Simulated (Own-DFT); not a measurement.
GaP (zincblende, atoms displaced), SiC (4H silicon carbide, atoms displaced), GaP (zincblende, strained, atoms displaced) (calculated)

Computed with Own-DFT development build. A calculation, not a measurement: plane-wave PBE density functional theory by an unreviewed code, no spin, of a simulated periodic cell, stress positive in tension, free energy of the whole cell less one offset for each atom, forces on such cells passed a denser k mesh, this cell's mesh not checked; offsets are fitted by least squares, one for each functional and potential file, so energies compare only between cells with the same atoms and settings and are not formation energies; the far tail of each file's local potential was reset to the Coulomb form; each entry is a single point on an unrelaxed cell, so the pressure reflects the starting lattice, mostly measured values (interpolated for alloys), from which strain is counted, and rises with the displacements; printed positions are rounded, which can move forces by about a meV/angstrom; the program, named Own-DFT, is a retired in-house code; no spin-orbit coupling.

Settings shared by all entries: functional PBE; potential files PseudoDojo norm-conserving, scalar-relativistic, standard set; wave cutoff 42 hartree; occupations Fermi-Dirac; smearing width 0.1 eV.

(1) GaP (zincblende, atoms displaced)

```
CELL_PARAMETERS angstrom
10.90100 0.00000 0.00000
0.00000 10.90100 0.00000
0.00000 0.00000 10.90100
ATOMIC_POSITIONS crystal
Ga 0.99370 0.97608 0.00687
Ga 0.00604 0.23053 0.24358
Ga 0.26256 0.01918 0.24366
Ga 0.25536 0.26197 0.98984
P 0.11121 0.10907 0.11601
P 0.11487 0.36319 0.37227
P 0.36627 0.12922 0.37698
P 0.36809 0.38693 0.12871
Ga 0.98922 0.98746 0.49712
Ga 0.00066 0.24563 0.74683
Ga 0.24791 0.98716 0.76088
Ga 0.25269 0.25746 0.48275
P 0.12204 0.11939 0.61456
P 0.11848 0.37604 0.87805
P 0.37442 0.11943 0.86684
P 0.38325 0.37024 0.62466
Ga 0.98945 0.49982 0.00611
Ga 0.98253 0.75132 0.23279
Ga 0.26428 0.49244 0.23726
Ga 0.24384 0.75721 0.99690
P 0.11664 0.63136 0.12173
P 0.12705 0.89721 0.38264
P 0.37338 0.62335 0.37817
P 0.35474 0.90194 0.11912
Ga 0.01387 0.48980 0.49452
Ga 0.00841 0.73990 0.74407
Ga 0.25136 0.50313 0.73297
Ga 0.25094 0.76673 0.51139
P 0.11895 0.64066 0.62427
P 0.13227 0.86675 0.88053
P 0.36417 0.62449 0.85800
P 0.37140 0.87923 0.60921
Ga 0.50294 0.00056 0.99828
Ga 0.49028 0.26117 0.25396
Ga 0.75648 0.99323 0.24919
Ga 0.75372 0.25373 0.00450
P 0.63175 0.11877 0.10517
P 0.62719 0.35651 0.37461
P 0.87897 0.13229 0.36614
P 0.87313 0.36796 0.13573
Ga 0.49857 0.99946 0.49800
Ga 0.49907 0.23973 0.74502
Ga 0.76373 0.99983 0.75921
Ga 0.76278 0.24715 0.48606
P 0.62893 0.11431 0.62940
P 0.60767 0.38738 0.86041
P 0.88174 0.12946 0.86558
P 0.87380 0.36047 0.63193
Ga 0.50259 0.49835 0.99292
Ga 0.49187 0.73291 0.25153
Ga 0.76039 0.49439 0.24051
Ga 0.74159 0.71174 0.99936
P 0.63082 0.61579 0.12935
P 0.62503 0.86012 0.35641
P 0.89178 0.62687 0.38761
P 0.85715 0.88394 0.11878
Ga 0.49520 0.50792 0.50710
Ga 0.51129 0.75864 0.74866
Ga 0.77350 0.50642 0.76021
Ga 0.76479 0.76634 0.50828
P 0.63468 0.61746 0.62901
P 0.62869 0.86554 0.87124
P 0.86293 0.62833 0.86343
P 0.87891 0.87517 0.62645
```

```
k mesh                            : 3 x 3 x 3 centred on Gamma
free energy of cell above offsets : -23.735 eV
pressure                          : 5.31 GPa
stress xx                         : -5.41 GPa
stress yy                         : -5.02 GPa
stress zz                         : -5.48 GPa
stress yz                         : -2.43 GPa
stress xz                         : 0.95 GPa
stress xy                         : -0.13 GPa
```

Force:
```tsv
element	x (eV/Å)	y (eV/Å)	z (eV/Å)
Ga	0.529	1.467	-2.016
Ga	0.108	1.17	-0.404
Ga	-2.942	0.231	1.317
Ga	-0.543	-1.257	0.376
P	1.978	1.251	-0.303
P	1.465	0.607	-1.704
P	2.275	0.065	-0.44
P	3.233	-3.285	-3.53
Ga	0.365	2.182	0.058
Ga	1.669	-0.258	-0.375
Ga	-0.079	1.243	-2.044
Ga	-0.636	-0.104	2.331
P	0.479	0.181	0.822
P	0.061	0.745	-1.011
P	0.036	0.519	0.865
P	-1.292	0.129	-0.85
Ga	0.342	-0.061	-0.497
Ga	0.934	0.604	1.569
Ga	-4.387	3.398	3.645
Ga	1.605	-1.941	1.208
P	0.865	-0.602	0.092
P	0.839	-1.997	-2.15
P	-1.342	-0.229	0.356
P	2.542	-3.48	-1.038
Ga	-1.205	0.679	1.5
Ga	-1.842	2.332	2.234
Ga	-0.95	-0.713	0.513
Ga	-2.08	-1.569	-2.613
P	2.22	-3.165	-2.297
P	-2.895	0.644	-1.46
P	1.393	1.145	1.753
P	2.058	0.871	3.342
Ga	-0.235	-0.587	-0.919
Ga	0.459	-1.507	-0.802
Ga	-1.746	1.832	0.787
Ga	-0.531	0.159	-1.736
P	-0.455	0.698	2.33
P	-0.118	2.657	0.032
P	-0.411	-2.536	0.586
P	1.43	-0.487	-1.339
Ga	0.902	0.143	-0.905
Ga	0.432	0.094	0.024
Ga	-1.156	-0.484	-0.501
Ga	-1.187	-0.185	1.796
P	0.507	0.313	-0.933
P	2.326	-1.429	0.223
P	-0.129	-0.598	2.36
P	0.189	1.765	-0.986
Ga	-1.18	1.052	0.306
Ga	0.121	1.449	-1.184
Ga	-0.807	0.587	2.943
Ga	0.043	3.686	-0.565
P	-2.089	-1.002	0.664
P	0.272	1.136	1.719
P	-1.385	0.016	-1.283
P	0.031	-3.353	-0.864
Ga	1.388	-0.877	-0.344
Ga	-1.455	-1.381	-1.482
Ga	-3.924	-4.15	-3.648
Ga	-2.194	-2.466	-1.576
P	0.254	1.153	-0.423
P	0.752	0.837	1.643
P	4.479	2.122	2.849
P	0.611	0.545	1.978
```

(2) SiC (4H silicon carbide, atoms displaced)

```
CELL_PARAMETERS angstrom
6.16540 0.00000 0.00000
-3.08270 5.33940 0.00000
0.00000 0.00000 10.06810
ATOMIC_POSITIONS crystal
Si 0.00971 0.97650 0.40325
Si 0.14401 0.32296 0.15006
C 0.00911 0.99918 0.09127
C 0.15662 0.31307 0.34923
Si 0.98529 0.54087 0.40712
Si 0.16661 0.83243 0.16725
C 0.96919 0.46541 0.08825
C 0.17331 0.83891 0.33883
Si 0.51163 0.00753 0.41628
Si 0.68241 0.34202 0.16125
C 0.52092 0.00479 0.09086
C 0.67207 0.32137 0.33787
Si 0.50674 0.49326 0.41605
Si 0.66713 0.82279 0.17267
C 0.53103 0.53470 0.09514
C 0.62517 0.81901 0.33194
Si 0.03182 0.02386 0.91750
Si 0.84192 0.67976 0.64749
C 0.99946 0.99322 0.59177
C 0.83156 0.65732 0.82973
Si 0.99214 0.48667 0.89491
Si 0.84342 0.20560 0.65618
C 0.01458 0.49676 0.61010
C 0.81004 0.18038 0.83717
Si 0.49864 0.01333 0.89659
Si 0.29133 0.64356 0.64890
C 0.53348 0.03158 0.60216
C 0.29761 0.63670 0.85505
Si 0.50156 0.49434 0.92213
Si 0.32761 0.15417 0.64707
C 0.49451 0.51794 0.58277
C 0.31825 0.16004 0.84260
```

```
hardware                          : one NVIDIA H100
k mesh                            : 5 x 5 x 3 centred on Gamma
free energy of cell above offsets : 7.895 eV
pressure                          : 13.91 GPa
stress xx                         : -13.04 GPa
stress yy                         : -12.5 GPa
stress zz                         : -16.18 GPa
stress yz                         : 0.34 GPa
stress xz                         : 2.59 GPa
stress xy                         : -6.9 GPa
wall time                         : 124.2 s
```

Force:
```tsv
element	x (eV/Å)	y (eV/Å)	z (eV/Å)
Si	-5.087	3.91	0.718
Si	2.422	1.147	2.402
C	-0.14	-0.721	2.753
C	-0.255	1.365	-0.78
Si	4.128	-5.887	0.662
Si	1.803	-0.178	-6.138
C	2.685	4.175	-0.582
C	1.63	0.513	2.632
Si	0.386	-0.211	-1.133
Si	-3.385	-2.353	-1.894
C	-1.955	-0.366	0.895
C	-1.364	1.846	3.13
Si	-2.619	-0.631	-5.843
Si	-0.449	3.409	-7.593
C	-0.59	-4.91	1.279
C	2.675	-0.547	8.009
Si	-4.539	-4.117	-2.937
Si	-1.808	-1.858	2.771
C	-0.113	1.532	-1.259
C	-1.138	1.298	2.645
Si	-4.086	1.041	2.905
Si	2.269	-6.973	2.332
C	-10.2	1.414	-7.995
C	3.479	-2.162	-0.144
Si	-0.344	-3.334	2.383
Si	11.87	7.145	5.432
C	-3.251	-3.389	-2.419
C	5.051	3.564	-2.641
Si	-0.087	1.537	-4.424
Si	-0.587	2.675	1.775
C	1.215	-1.308	4.31
C	2.39	2.375	-1.253
```

(3) GaP (zincblende, strained, atoms displaced)

```
CELL_PARAMETERS angstrom
10.86200 0.00000 0.00000
0.00000 10.86200 0.00000
0.00000 0.00000 10.94390
ATOMIC_POSITIONS crystal
Ga 0.99618 0.99663 0.99893
Ga 0.99708 0.24797 0.25161
Ga 0.24858 0.00393 0.25061
Ga 0.24501 0.25131 0.00026
P 0.12333 0.12310 0.12419
P 0.12244 0.37664 0.37591
P 0.37570 0.12728 0.37531
P 0.37215 0.37263 0.12556
Ga 0.00353 0.99947 0.49641
Ga 0.99890 0.25081 0.74934
Ga 0.24739 0.99897 0.74926
Ga 0.25153 0.24820 0.49257
P 0.12254 0.12580 0.62739
P 0.12137 0.37744 0.87757
P 0.37183 0.12515 0.87182
P 0.37634 0.36866 0.62005
Ga 0.99971 0.50020 0.00036
Ga 0.00093 0.75261 0.24793
Ga 0.24759 0.50163 0.24800
Ga 0.24953 0.75485 0.00208
P 0.12547 0.62688 0.12610
P 0.12343 0.87420 0.37754
P 0.37537 0.62464 0.37120
P 0.37153 0.87528 0.12522
Ga 0.99724 0.49770 0.50046
Ga 0.99977 0.74513 0.75054
Ga 0.24714 0.50179 0.74470
Ga 0.24929 0.74980 0.49846
P 0.12728 0.62675 0.62349
P 0.12472 0.87490 0.87436
P 0.37193 0.62384 0.87716
P 0.37786 0.87132 0.62318
Ga 0.50127 0.00116 0.99805
Ga 0.49883 0.24734 0.25421
Ga 0.74828 0.99886 0.25036
Ga 0.75190 0.24966 0.99776
P 0.62668 0.12419 0.12883
P 0.62669 0.37793 0.37910
P 0.87455 0.13290 0.37606
P 0.87964 0.37481 0.12503
Ga 0.50153 0.00496 0.49972
Ga 0.49501 0.25291 0.74823
Ga 0.74738 0.00027 0.75201
Ga 0.75136 0.24615 0.50160
P 0.62686 0.12490 0.61818
P 0.62861 0.37741 0.87527
P 0.87455 0.12311 0.87140
P 0.87484 0.37398 0.62851
Ga 0.50048 0.50128 0.99786
Ga 0.49770 0.74982 0.25339
Ga 0.75251 0.49565 0.25177
Ga 0.74950 0.75260 0.00417
P 0.62978 0.62292 0.12615
P 0.61996 0.87924 0.37097
P 0.87677 0.62195 0.37433
P 0.87185 0.87653 0.13149
Ga 0.50318 0.50297 0.50227
Ga 0.50319 0.75224 0.74769
Ga 0.75157 0.49648 0.74988
Ga 0.75190 0.75034 0.49903
P 0.62618 0.62061 0.62603
P 0.62252 0.87402 0.87619
P 0.87558 0.62823 0.87261
P 0.87465 0.87198 0.62817
```

```
hardware                          : one NVIDIA H100
k mesh                            : 3 x 3 x 3 centred on Gamma
free energy of cell above offsets : -35.202 eV
pressure                          : 3.11 GPa
stress xx                         : -3.3 GPa
stress yy                         : -3.27 GPa
stress zz                         : -2.74 GPa
stress yz                         : 0.1 GPa
stress xz                         : 0.02 GPa
stress xy                         : 0.14 GPa
wall time                         : 497 s
```

Force:
```tsv
element	x (eV/Å)	y (eV/Å)	z (eV/Å)
Ga	0.114	0.119	0.113
Ga	0.633	0.338	-0.353
Ga	0.049	-0.397	0.046
Ga	0.278	-0.159	-0.115
P	-0.323	0.115	0.033
P	0.21	-0.198	-0.273
P	-0.147	-0.674	-0.136
P	0.4	0.155	-0.04
Ga	-0.767	0.28	0.652
Ga	0.175	0.01	0.342
Ga	0.283	-0.129	-0.241
Ga	-0.654	0.185	0.701
P	0.419	0.006	-0.617
P	0.306	-0.145	-0.62
P	0.151	0.094	0.375
P	-0.485	1.024	0.009
Ga	-0.119	0.519	0.035
Ga	-0.086	-0.402	0.385
Ga	0.13	-0.295	0.16
Ga	-0.103	-0.47	-0.266
P	-0.196	0.104	-0.356
P	0.403	0.136	-0.567
P	-0.205	-0.238	0.644
P	0.568	0.359	0.22
Ga	0.229	0.216	0.283
Ga	0.346	0.507	-0.186
Ga	0.479	-0.556	0.406
Ga	0.387	-0.075	-0.089
P	-0.534	-0.226	-0.245
P	-0.259	-0.182	0.019
P	0.197	0.372	-0.486
P	-0.3	0.67	-0.074
Ga	-0.407	0.138	0.325
Ga	0.385	0.698	-0.375
Ga	0.164	0.556	0.48
Ga	0.001	-0.052	0.35
P	-0.205	0.308	-0.59
P	-0.105	-0.554	-0.243
P	-0.009	-1.409	-0.102
P	-0.491	-0.163	-0.105
Ga	-0.389	-0.579	-0.057
Ga	0.815	-0.393	0.226
Ga	-0.048	-0.231	-0.42
Ga	-0.06	0.933	-0.029
P	-0.285	0.067	1.276
P	-0.593	-0.495	-0.081
P	0.009	0.138	0.357
P	-0.026	-0.099	-0.474
Ga	-0.058	-0.129	0.413
Ga	0.255	0.009	-0.816
Ga	0.001	0.122	-0.187
Ga	0.101	-0.211	-0.31
P	-0.575	0.101	0.18
P	0.472	-0.459	0.677
P	-0.067	0.462	-0.066
P	0.355	-0.085	-0.663
Ga	-0.562	-0.271	-0.263
Ga	-0.328	-0.721	0.331
Ga	0.06	0.483	0.156
Ga	-0.345	-0.032	-0.123
P	0.27	0.683	0.068
P	0.346	0.131	0.03
P	-0.383	-0.461	0.646
P	0.121	0.453	-0.366
```

(4) GaP (zincblende, strained, atoms displaced)

```
CELL_PARAMETERS angstrom
10.86200 0.00000 0.00000
0.00000 10.86200 0.00000
0.00000 0.00000 10.94390
ATOMIC_POSITIONS crystal
Ga 0.00434 0.00405 0.99878
Ga 0.00181 0.24729 0.24705
Ga 0.24828 0.99754 0.25112
Ga 0.25079 0.24427 0.00126
P 0.12049 0.12145 0.12699
P 0.12373 0.37567 0.37408
P 0.37712 0.12016 0.37431
P 0.37643 0.37653 0.12547
Ga 0.99974 0.00158 0.49357
Ga 0.00135 0.25118 0.75080
Ga 0.24637 0.00032 0.75011
Ga 0.24876 0.25350 0.50316
P 0.12520 0.12866 0.62427
P 0.12808 0.37534 0.87328
P 0.37477 0.12247 0.87684
P 0.37611 0.37367 0.62245
Ga 0.99682 0.50532 0.00156
Ga 0.00067 0.75045 0.24996
Ga 0.25014 0.49664 0.24793
Ga 0.24680 0.75056 0.00113
P 0.12662 0.62816 0.13067
P 0.12783 0.87755 0.37415
P 0.37565 0.62347 0.37663
P 0.37558 0.87568 0.12174
Ga 0.99999 0.50604 0.50203
Ga 0.00076 0.75140 0.74962
Ga 0.24945 0.49501 0.74911
Ga 0.24994 0.74663 0.49863
P 0.13091 0.61971 0.62135
P 0.12425 0.87676 0.87392
P 0.37597 0.62625 0.87548
P 0.37520 0.87129 0.62127
Ga 0.50181 0.99652 0.99740
Ga 0.50395 0.24957 0.25002
Ga 0.74886 0.99762 0.25301
Ga 0.75162 0.25174 0.00285
P 0.62621 0.12019 0.12378
P 0.62316 0.37087 0.37806
P 0.87277 0.12617 0.36937
P 0.87906 0.37642 0.12838
Ga 0.49708 0.99728 0.50050
Ga 0.50224 0.25404 0.75297
Ga 0.74672 0.99914 0.75448
Ga 0.75027 0.24962 0.49649
P 0.62339 0.12052 0.62500
P 0.62535 0.37727 0.87649
P 0.87755 0.12613 0.87502
P 0.87898 0.37212 0.62279
Ga 0.49913 0.49890 0.00138
Ga 0.49820 0.74800 0.25276
Ga 0.75006 0.50219 0.24613
Ga 0.75423 0.75383 0.00053
P 0.62283 0.62781 0.12514
P 0.62760 0.87175 0.37651
P 0.88033 0.62279 0.37343
P 0.87386 0.87318 0.12629
Ga 0.50099 0.49849 0.49926
Ga 0.50041 0.74881 0.74811
Ga 0.74751 0.49619 0.74636
Ga 0.74349 0.75064 0.50279
P 0.62352 0.62008 0.62663
P 0.62632 0.87489 0.87357
P 0.87719 0.62767 0.87932
P 0.87442 0.87409 0.62558
```

```
hardware                          : one NVIDIA H100
k mesh                            : 3 x 3 x 3 centred on Gamma
free energy of cell above offsets : -35.242 eV
pressure                          : 3.1 GPa
stress xx                         : -3.28 GPa
stress yy                         : -3.27 GPa
stress zz                         : -2.75 GPa
stress yz                         : 0.33 GPa
stress xz                         : -0.16 GPa
stress xy                         : -0.04 GPa
wall time                         : 489.3 s
```

Force:
```tsv
element	x (eV/Å)	y (eV/Å)	z (eV/Å)
Ga	-0.781	-0.644	-0.007
Ga	-0.105	0.394	0.455
Ga	0.552	0.261	-0.383
Ga	-0.134	0.414	0.143
P	0.911	0.276	-0.053
P	-0.016	-0.13	0.134
P	-0.414	0.715	-0.002
P	-0.087	-0.673	-0.071
Ga	-0.135	0.074	0.573
Ga	0.044	-0.051	0.019
Ga	0.491	-0.014	-0.363
Ga	0.232	-0.429	-0.744
P	-0.253	-0.488	-0.068
P	-0.475	-0.091	0.788
P	0.216	0.109	-0.398
P	0.201	0.146	0.439
Ga	0.802	-0.41	0.125
Ga	-0.025	0.26	0.253
Ga	0.058	0.262	0.388
Ga	0.29	-0.036	-0.182
P	-0.067	-0.385	-0.598
P	-0.391	-0.654	0.23
P	-0.131	-0.24	-0.302
P	-0.082	-0.19	0.454
Ga	0.056	-0.762	-0.291
Ga	0.17	-0.386	-0.241
Ga	0.625	0.391	0.041
Ga	0.039	0.261	-0.113
P	-0.495	0.688	0.747
P	0.043	-0.226	0.145
P	-0.353	-0.223	-0.088
P	-0.343	0.197	0.575
Ga	-0.108	0.205	0.121
Ga	-0.391	-0.379	-0.128
Ga	0.05	-0.101	-0.367
Ga	0.123	-0.138	-0.07
P	-0.004	0.347	0.044
P	0.435	0.701	-0.575
P	0.213	-0.063	0.335
P	-0.343	-0.074	-0.419
Ga	0.369	-0.065	-0.147
Ga	-0.23	-0.589	-0.281
Ga	0.602	0.277	-0.504
Ga	0.024	-0.355	0.565
P	0.156	0.547	0.079
P	0.169	-0.196	0.211
P	-0.351	0.067	0.043
P	-0.41	0.294	0.03
Ga	0.058	0.415	-0.131
Ga	-0.015	0.314	-0.202
Ga	-0.138	-0.188	0.546
Ga	-0.568	-0.313	0.005
P	0.272	-0.105	-0.23
P	-0.689	0.314	-0.128
P	-0.983	0.543	0.249
P	0.52	0.645	-0.031
Ga	-0.17	-0.025	0.03
Ga	-0.085	0.036	0.153
Ga	0.78	0.155	0.409
Ga	0.941	-0.587	-0.036
P	0.024	0.339	-0.222
P	-0.175	-0.5	0.182
P	-0.493	-0.224	-0.955
P	-0.026	0.289	-0.183
```
